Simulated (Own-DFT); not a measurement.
# One host, several defects: C49 TiSi2

Calculated, not measured: single-point runs of Own-DFT, a retired in-house plane-wave DFT program that no person has reviewed, on unrelaxed cells, without spin or spin-orbit coupling.

Settings: PBE; PseudoDojo norm-conserving scalar-relativistic files; cutoff 42 hartree; 4 x 4 x 4 k mesh centred on Gamma; cold (Marzari-Vanderbilt) smearing of 0.2 eV.

Caveats: forces on such cells moved up to 12 meV/angstrom on a denser k mesh; stress not checked against mesh or cutoff.

All runs share one cell, with vectors in Å (5.295, -6.759, 3.565); (7.060, 0.000, -7.130); (5.295, 6.759, 3.565) and a volume of 850.7 Å³. u is the rms random offset of the atoms per axis. The defect's site can differ from row to row.

| cell | formula | u (Å) | P (GPa) |
|---|---|---|---|
| no defect | Si40Ti20 | 0.0178 | 1.92 |
| no defect | Si40Ti20 | 0.0215 | 2.08 |
| no defect | Si40Ti20 | 0.0233 | 2.00 |
| one Ti on a Si site | Si39Ti21 | 0.0296 | 3.39 |
| one Ti on a Si site | Si39Ti21 | 0.0324 | 3.56 |
| one Ti on a Si site | Si39Ti21 | 0.0478 | 4.27 |
| one Si vacancy | Si39Ti20 | 0.0294 | 1.57 |
| one Si vacancy | Si39Ti20 | 0.0451 | 2.46 |
| one Si vacancy | Si39Ti20 | 0.0477 | 2.00 |
| one Si on a Ti site | Si41Ti19 | 0.0304 | 2.97 |
| one Si on a Ti site | Si41Ti19 | 0.0475 | 3.18 |
| one Si on a Ti site | Si41Ti19 | 0.0511 | 3.52 |
| one Ti vacancy | Si40Ti19 | 0.0304 | 1.92 |
| one Ti vacancy | Si40Ti19 | 0.0310 | 1.82 |
| one Ti vacancy | Si40Ti19 | 0.0522 | ? |
| one Ti vacancy | Si40Ti19 | 0.0527 | 2.74 |

## Working it out

P = P0 + c u² + a shift for each defect gives P0 = 1.80 GPa, c = 443 ± 72 GPa/Å² and a scatter of 0.18 GPa. The shifts, and each times the cell's volume:

- one Ti on a Si site: 1.31 ± 0.16 GPa, 7.0 eV
- one Si on a Ti site: 0.56 ± 0.18 GPa, 3.0 eV
- one Ti vacancy: -0.33 ± 0.17 GPa, -1.8 eV (not resolved)
- one Si vacancy: -0.56 ± 0.17 GPa, -3.0 eV

A positive shift means that the defect pushes the cell outwards. Shift times volume (160.2 GPa Å³ is 1 eV) depends little on the cell's size, so, taken for each site, it can be compared between cells at like pressure. The atoms around the defects weren't relaxed, which would change these numbers.

## Test on the hidden row

Q: what pressure belongs in the blank (one Ti vacancy, u = 0.0522 Å)?

The fit gives 2.68 ± 0.22 GPa. The run itself gave 2.59 GPa.
